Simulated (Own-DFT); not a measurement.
Simulation results for Al3GaN4 (wurtzite random alloy, strained, atoms displaced)

A calculation, not a measurement: plane-wave PBE density functional theory by an unreviewed code, no spin, of a simulated periodic cell, stress positive in tension, free energy of the whole cell less one offset for each atom, forces on such cells passed a denser k mesh, this cell's mesh not checked; offsets are fitted by least squares, one for each functional and potential file, so energies compare only between cells with the same atoms and settings and are not formation energies; the far tail of each file's local potential was reset to the Coulomb form; each entry is a single point on an unrelaxed cell, so the pressure reflects the starting lattice, mostly measured values, from which strain is counted, and rises with the displacements; printed positions are rounded, which can move forces by about a meV/angstrom; the program is a retired in-house code; no spin-orbit coupling. Program: Own-DFT development build.

## Al3GaN4 (wurtzite random alloy, strained, atoms displaced)

```
Al3GaN4
1.0
      9.1824     0.0000     0.0000
     -4.5912     7.9522     0.0000
      0.0000     0.0000    10.0655
Al N Al N Ga Al N Ga Al N Al N Al N Al N Al N Al N Al Ga N Ga N Ga N Al N Al N Al N Ga Al N Al N Al Ga N
2 2 2 2 1 1 2 1 1 2 2 2 2 2 2 2 2 2 2 2 1 1 2 2 2 2 2 2 2 2 2 2 2 1 1 2 2 2 1 1 2
Direct
  0.10553 0.22880 0.00473
  0.21633 0.10888 0.25614
  0.10294 0.21751 0.19239
  0.22714 0.11448 0.44903
  0.11185 0.22388 0.50027
  0.22865 0.10733 0.75538
  0.11039 0.21959 0.68890
  0.22815 0.10879 0.93041
  0.10872 0.53682 0.00908
  0.22335 0.44393 0.25894
  0.10834 0.56289 0.18454
  0.21997 0.44671 0.43392
  0.11776 0.55450 0.49942
  0.22063 0.45366 0.75245
  0.11296 0.55620 0.68982
  0.21594 0.44441 0.94754
  0.10909 0.88830 0.99424
  0.23196 0.78751 0.24481
  0.11347 0.87743 0.19210
  0.21301 0.77425 0.43974
  0.12313 0.89890 0.50316
  0.22489 0.78528 0.74587
  0.10655 0.89324 0.68624
  0.23113 0.77165 0.94170
  0.44523 0.22069 0.99731
  0.56137 0.11430 0.25897
  0.45249 0.21944 0.18693
  0.54764 0.12154 0.43704
  0.44824 0.22767 0.49986
  0.54467 0.10699 0.74832
  0.45612 0.22799 0.68795
  0.55541 0.11661 0.93409
  0.44269 0.55617 0.99313
  0.55911 0.45203 0.24422
  0.45396 0.55548 0.18762
  0.55722 0.44248 0.43589
  0.44566 0.54569 0.49978
  0.56274 0.44757 0.75082
  0.44754 0.56359 0.69341
  0.55480 0.45428 0.93554
  0.44136 0.88926 0.00667
  0.54721 0.77644 0.25116
  0.44847 0.89576 0.18240
  0.56173 0.78544 0.44413
  0.43897 0.88134 0.49841
  0.55821 0.78007 0.75018
  0.44900 0.90122 0.69273
  0.54186 0.76936 0.93532
  0.77602 0.21282 0.00648
  0.89452 0.10976 0.24853
  0.77641 0.21345 0.18899
  0.89481 0.10710 0.44114
  0.78794 0.23583 0.49871
  0.90000 0.11852 0.75332
  0.76654 0.21681 0.68673
  0.88254 0.10207 0.93890
  0.77311 0.55659 0.00610
  0.89306 0.43743 0.25610
  0.77695 0.55271 0.18756
  0.89109 0.44225 0.43742
  0.78820 0.55476 0.50063
  0.89519 0.43971 0.75743
  0.76819 0.54873 0.69008
  0.88956 0.44039 0.94572
  0.78385 0.90287 0.99517
  0.90606 0.78495 0.24137
  0.77544 0.89163 0.19745
  0.89523 0.78249 0.44700
  0.76717 0.88596 0.49475
  0.89925 0.78939 0.75754
  0.78555 0.88597 0.69461
  0.88117 0.77356 0.94056
```

* functional: PBE
* potential files: PseudoDojo norm-conserving, scalar-relativistic, standard set with the stringent files for Ga
* wave cutoff: 96 hartree
* occupations: Gaussian
* smearing width: 0.01 eV
* k mesh: 4 x 4 x 3 centred on Gamma
* free energy of cell above offsets: -17.861 eV
* pressure: 17.85 GPa
* stress xx: -21.44 GPa
* stress yy: -19.22 GPa
* stress zz: -12.89 GPa
* stress yz: 0.41 GPa
* stress xz: 1.56 GPa
* stress xy: 0.29 GPa

Force:
```
element  x (eV/Å)  y (eV/Å)  z (eV/Å)
     Al     1.681     -1.72    -0.629
     Al     1.921     0.112    -0.388
      N     2.148     1.415    -0.737
      N    -0.608     0.743    -1.817
     Al     0.144    -0.565     0.869
     Al    -0.557     1.674    -2.623
      N     1.105     1.738     0.418
      N    -1.768     0.304      2.82
     Ga    -3.586     3.748     -0.74
     Al     0.014     0.704    -3.166
      N     1.682    -0.786     4.226
      N     2.673    -1.205     1.236
     Ga    -1.786     0.547     0.971
     Al     2.007    -1.399     0.319
      N    -0.839     0.818      0.34
      N     4.159    -2.277    -2.863
     Al     1.331    -0.931     0.623
     Al     0.523    -1.839     1.115
      N    -0.485     3.734    -2.014
      N     0.757     0.968     -1.43
     Al    -1.963    -1.403    -0.122
     Al     0.219    -0.698     1.298
      N     3.337      0.51      0.21
      N    -3.902    -0.231    -1.766
     Al     0.035     1.097     0.585
     Al    -0.537    -0.112     -1.47
      N    -2.093     0.393     0.073
      N     3.239    -1.242      0.31
     Al    -0.599     0.487     1.046
     Al     1.967     2.161     0.977
      N    -2.465    -1.379    -0.686
      N     1.033     -0.05     0.424
     Al    -0.067    -0.022     1.302
     Al     1.594     -1.96     1.133
      N    -3.143    -0.582     -0.75
      N    -0.557      0.47    -0.636
     Al    -0.341     1.539     0.761
     Ga    -2.143    -0.592     0.506
      N    -1.309    -2.487    -1.983
      N     0.841    -1.676      1.87
     Ga     1.085     1.033     -2.77
     Ga     1.259     0.189     0.129
      N    -0.446      0.42     3.852
      N    -1.599    -3.272    -0.982
     Ga    -0.622     2.095     1.048
     Ga     0.066     1.504     0.116
      N    -0.812    -2.681    -1.335
      N     1.992     1.699      1.57
     Al    -1.703     0.926    -1.232
     Al    -2.134     -0.89     1.866
      N     0.517     0.878     0.855
      N    -1.544     1.222    -0.705
     Al    -0.486    -3.636     1.093
     Al    -2.124     -1.55    -1.364
      N     2.095     0.793      0.34
      N     0.704     4.126     -0.56
     Al     0.755    -0.838     -0.97
     Al    -1.343     0.762    -1.874
      N     1.099     0.582     0.927
      N       1.1     0.233    -0.919
     Ga    -1.837     1.188     0.645
     Al    -2.253    -0.099    -0.462
      N      4.67      1.85    -0.066
      N    -1.388    -0.794    -0.754
     Al    -1.001     -5.52     1.952
     Al    -3.532    -2.227     2.384
      N     1.858    -0.322    -2.049
      N    -0.026     0.721    -1.867
     Al     4.189     1.154     2.109
     Ga    -0.622    -3.113    -0.955
      N    -2.328     2.424     -1.68
      N     0.748     1.138     2.042
```
